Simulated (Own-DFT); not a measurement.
# Strain and stress in zincblende GaAs, 64 atoms (As32Ga32)

These are calculations, not measurements. They come from Own-DFT, an in-house plane-wave density functional program, since retired, whose code no person has reviewed. Each row is one single-point run on a periodic cell that was not relaxed, without spin or spin-orbit coupling.

Settings of every run: PBE; PseudoDojo norm-conserving scalar-relativistic files; cutoff 42 hartree; 3 x 3 x 3 k mesh centred on Gamma; Fermi-Dirac smearing of 0.1 eV.

Known limits: forces not confirmed at this smearing and k mesh; stress not checked against mesh or cutoff.

Unstrained cell vectors in Å: (11.307, 0.000, 0.000); (0.000, 11.307, 0.000); (0.000, 0.000, 11.307). The unstrained cell has measured lattice constants (interpolated for alloys), not those of this functional. That, the random moves and any unrelaxed bonds set the pressure at no strain. Each run strains this cell uniformly, with the atoms carried along. Every atom was also moved at random, by a Gaussian of width 0.05 Å on each axis. Strain is the symmetric tensor, in per cent. Stress is positive in tension, and the pressure is minus a third of its trace.

| run | e_xx (%) | e_yy (%) | e_zz (%) | e_yz (%) | e_xz (%) | e_xy (%) | s_xx (GPa) | s_yy (GPa) | s_zz (GPa) | s_yz (GPa) | s_xz (GPa) | s_xy (GPa) | P (GPa) | E (meV/atom) |
|---|---|---|---|---|---|---|---|---|---|---|---|---|---|---|
| 1 | -1.75 | 0.16 | 0.70 | -0.15 | -0.53 | 0.10 | -5.61 | -4.61 | -4.24 | 0.32 | -0.97 | -0.03 | 4.82 | 24.2 |
| 2 | -1.61 | -0.93 | 0.33 | 0.20 | -0.07 | 1.20 | -6.47 | -6.20 | -5.30 | 0.80 | -0.29 | 1.95 | 5.99 | 39.1 |
| 3 | -0.11 | -0.61 | 0.30 | 1.13 | 0.06 | -1.10 | -4.35 | -4.61 | -4.18 | 1.91 | 0.21 | -1.82 | 4.38 | 14.4 |
| 4 | 0.79 | -0.60 | -0.21 | -1.34 | -0.80 | 1.13 | -3.61 | -4.43 | -4.31 | -1.65 | -1.10 | 2.16 | 4.12 | 14.9 |
| 5 | -0.35 | -0.43 | 0.45 | 1.34 | 1.55 | 0.96 | -4.59 | -4.57 | -4.08 | 2.11 | 2.42 | 1.70 | 4.41 | 20.7 |
| 6 | -1.30 | 0.15 | -1.80 | 0.36 | 0.67 | 0.28 | -6.72 | -5.94 | -7.04 | -0.11 | 1.48 | 1.44 | 6.57 | 43.8 |
| 7 | -0.91 | -1.55 | 1.30 | 1.91 | -0.96 | -0.83 | -5.64 | -5.98 | -4.31 | 3.31 | -1.65 | -1.85 | 5.31 | 35.0 |
| 8 | -0.31 | 0.73 | -1.35 | -0.67 | -0.89 | 1.33 | -4.97 | -4.31 | -5.45 | -1.60 | -0.94 | 2.38 | 4.91 | 27.8 |
| 9 | 1.77 | 0.09 | -1.93 | 0.70 | -1.27 | -0.28 | -3.08 | -4.07 | -5.12 | 1.87 | -1.65 | -0.33 | 4.09 | 14.1 |
| 10 | -1.84 | -0.23 | 0.27 | 1.64 | 0.41 | 1.17 | -6.22 | -5.43 | -5.00 | 1.73 | 0.10 | 2.79 | 5.55 | 30.2 |
| 11 | -1.55 | 0.34 | 0.42 | -0.47 | 0.20 | -1.53 | -5.55 | -4.62 | -4.37 | -0.14 | 0.78 | -2.86 | 4.84 | 29.1 |
| 12 | 0.08 | 1.05 | 1.72 | 1.62 | 0.45 | 0.11 | -2.46 | -1.78 | -1.50 | 2.02 | 0.70 | -0.45 | 1.92 | 0.0 |
| 13 | -0.10 | 0.14 | 0.33 | -1.38 | 1.71 | -1.35 | -4.08 | -3.86 | -3.96 | -2.08 | 2.56 | -2.11 | 3.97 | 22.8 |
| 14 | 1.97 | -1.70 | 0.01 | -1.89 | 1.96 | -1.89 | -3.28 | -5.18 | -4.48 | -2.59 | 3.30 | -2.24 | 4.32 | 37.0 |
| 15 | -1.79 | 1.20 | -1.26 | 0.81 | 0.20 | -1.29 | ? | ? | ? | ? | ? | ? | ? | ? |

E is the free energy for each atom above the lowest run shown.

## Worked fit

Each stress component was fitted by least squares to a constant and the strains of the runs shown, as fractions, with shears doubled. Shear strains stay in the fit of a normal stress only where such slopes are resolved. The slopes, in GPa:

```
stress,at no strain,per e_xx,per e_yy,per e_zz,scatter
s_xx,-4.2,115 ± 4,68 ± 5,57 ± 4,0.15
s_yy,-4.2,64 ± 3,126 ± 4,61 ± 3,0.11
s_zz,-4.2,56 ± 4,69 ± 6,113 ± 4,0.15
```

Each shear stress against twice its own strain: yz 71 ± 6, xz 76 ± 4, xy 88 ± 5 GPa. These are stiffnesses along x, y and z of the frame in which the cell vectors are given, which need not be the crystal's axes. The atoms are held to the strained lattice; where symmetry lets them move under strain, relaxing them would lower some slopes. The table should be nearly symmetric about its diagonal, and what it lacks of that shows the noise. A ninth of its sum, 81 ± 3 GPa, estimates the bulk modulus near the mean pressure of these runs, 4.7 GPa, so it lies above the value at zero pressure.

## Withheld run

Question: what normal stresses and pressure should run 15 give?

The fit gives s_xx = -6.1, s_yy = -4.6, s_zz = -5.8 and P = 5.5 GPa. The calculation gave -6.22, -4.47, -5.87 and P = 5.52 GPa.
